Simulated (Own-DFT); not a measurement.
# What a defect does to the pressure of its cell: monoclinic HfO2

Everything here is calculated. The program is Own-DFT (plane waves, in-house, since retired, never reviewed by a person); positions were held fixed, and spin and spin-orbit coupling were off.

Method: PBE; PseudoDojo norm-conserving scalar-relativistic files; cutoff 72 hartree; 2 x 2 x 2 k mesh centred on Gamma; Fermi-Dirac smearing of 0.1 eV.

Keep in mind (not all hold for every row): not probed for a lower state with spin; hafnium file: forces about 75 meV/angstrom off all-electron values; oxygen file: force components 24 meV/angstrom off all-electron in a glass; forces on such cells passed a denser k mesh, each cell not checked; stress not checked against mesh or cutoff.

All runs share one cell, with vectors in Å (10.234, 0.000, 0.000); (0.000, 10.350, 0.000); (-1.696, 0.000, 10.445) and a volume of 1106.4 Å³. u is the rms random offset of the atoms per axis. The defect's site can differ from row to row.

```
cell,formula,u (Å),P (GPa)
no defect,Hf32O64,0.0192,4.09
no defect,Hf32O64,0.0211,4.02
no defect,Hf32O64,0.0449,5.34
one Si on a Hf site,Hf31O64Si,0.0309,3.10
one Si on a Hf site,Hf31O64Si,0.0479,4.62
one Si on a Hf site,Hf31O64Si,0.0570,4.90
two O vacancies,Hf32O62,0.0304,3.64
two O vacancies,Hf32O62,0.0307,3.66
two O vacancies,Hf32O62,0.0485,4.87
two O vacancies,Hf32O62,0.0499,?
```

## Analysis

P = P0 + c u² + a shift for each defect gives P0 = 3.72 GPa, c = 816 ± 75 GPa/Å² and a scatter of 0.18 GPa. The shifts, and each times the cell's volume:

- two O vacancies: -0.81 ± 0.15 GPa, -5.6 eV (-2.8 eV for each of its 2 sites)
- one Si on a Hf site: -1.27 ± 0.17 GPa, -8.8 eV

Against the defect-free cell, a freed cell would be larger where the shift is positive and smaller where it is negative (160.2 GPa Å³ is 1 eV). The atoms around the defects weren't relaxed, which would change these numbers.

## Test on the hidden row

Asked: what pressure belongs in the blank (two O vacancies, u = 0.0499 Å)?

From the fit: 4.94 ± 0.22 GPa. The calculation gave 4.97 GPa.
